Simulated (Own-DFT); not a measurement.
# Which defects push the lattice out? D0_22 TiAl3

Everything here is calculated. The program is Own-DFT (plane waves, in-house, since retired, never reviewed by a person); positions were held fixed, and spin and spin-orbit coupling were off.

Common settings: PBE; PseudoDojo norm-conserving scalar-relativistic files; cutoff 42 hartree; 4 x 4 x 4 k mesh centred on Gamma; cold (Marzari-Vanderbilt) smearing of 0.2 eV.

Limits: forces on such cells failed a check on a denser k mesh; stress not checked against mesh or cutoff.

All runs share one cell, with vectors in Å (-2.365, -6.981, 4.326); (-7.667, 3.491, 1.442); (-2.950, -3.488, -7.241) and a volume of 625.4 Å³. Atoms were moved at random from their sites; u is the rms move along one axis. The defect's site can differ from row to row.

| cell | formula | u (Å) | P (GPa) |
|---|---|---|---|
| no defect | Al30Ti10 | 0.0204 | 1.97 |
| no defect | Al30Ti10 | 0.0438 | 2.38 |
| no defect | Al30Ti10 | 0.0488 | 2.68 |
| one Ti vacancy | Al30Ti9 | 0.0272 | 1.81 |
| one Ti vacancy | Al30Ti9 | 0.0304 | 1.84 |
| one Ti vacancy | Al30Ti9 | 0.0434 | 2.06 |
| two Al vacancies | Al28Ti10 | 0.0302 | 1.23 |
| two Al vacancies | Al28Ti10 | 0.0504 | 1.65 |
| two Al vacancies | Al28Ti10 | 0.0510 | 1.57 |
| two Al on a Ti site each | Al32Ti8 | 0.0310 | 2.92 |
| two Al on a Ti site each | Al32Ti8 | 0.0349 | 3.00 |
| two Al on a Ti site each | Al32Ti8 | 0.0495 | 3.33 |
| two Al on a Ti site each | Al32Ti8 | 0.0521 | ? |
| two Ti on an Al site each | Al28Ti12 | 0.0305 | 3.39 |
| two Ti on an Al site each | Al28Ti12 | 0.0465 | 3.44 |
| two Ti on an Al site each | Al28Ti12 | 0.0493 | 3.73 |

## Worked fit

P = P0 + c u² + a shift for each defect gives P0 = 1.94 GPa, c = 257 ± 33 GPa/Å² and a scatter of 0.09 GPa. The shifts, and each times the cell's volume:

- two Ti on an Al site each: 1.11 ± 0.07 GPa, 4.3 eV (2.2 eV for each of its 2 sites)
- two Al on a Ti site each: 0.75 ± 0.07 GPa, 2.9 eV (1.5 eV for each of its 2 sites)
- one Ti vacancy: -0.34 ± 0.07 GPa, -1.3 eV
- two Al vacancies: -0.98 ± 0.07 GPa, -3.8 eV (-1.9 eV for each of its 2 sites)

A positive shift means that the defect pushes the cell outwards. Shift times volume (160.2 GPa Å³ is 1 eV) depends little on the cell's size, so, taken for each site, it can be compared between cells at like pressure. The atoms around the defects weren't relaxed, which would change these numbers.

## Check

The question: what pressure belongs in the blank (two Al on a Ti site each, u = 0.0521 Å)?

From the fit: 3.38 ± 0.11 GPa. The run itself gave 3.51 GPa.
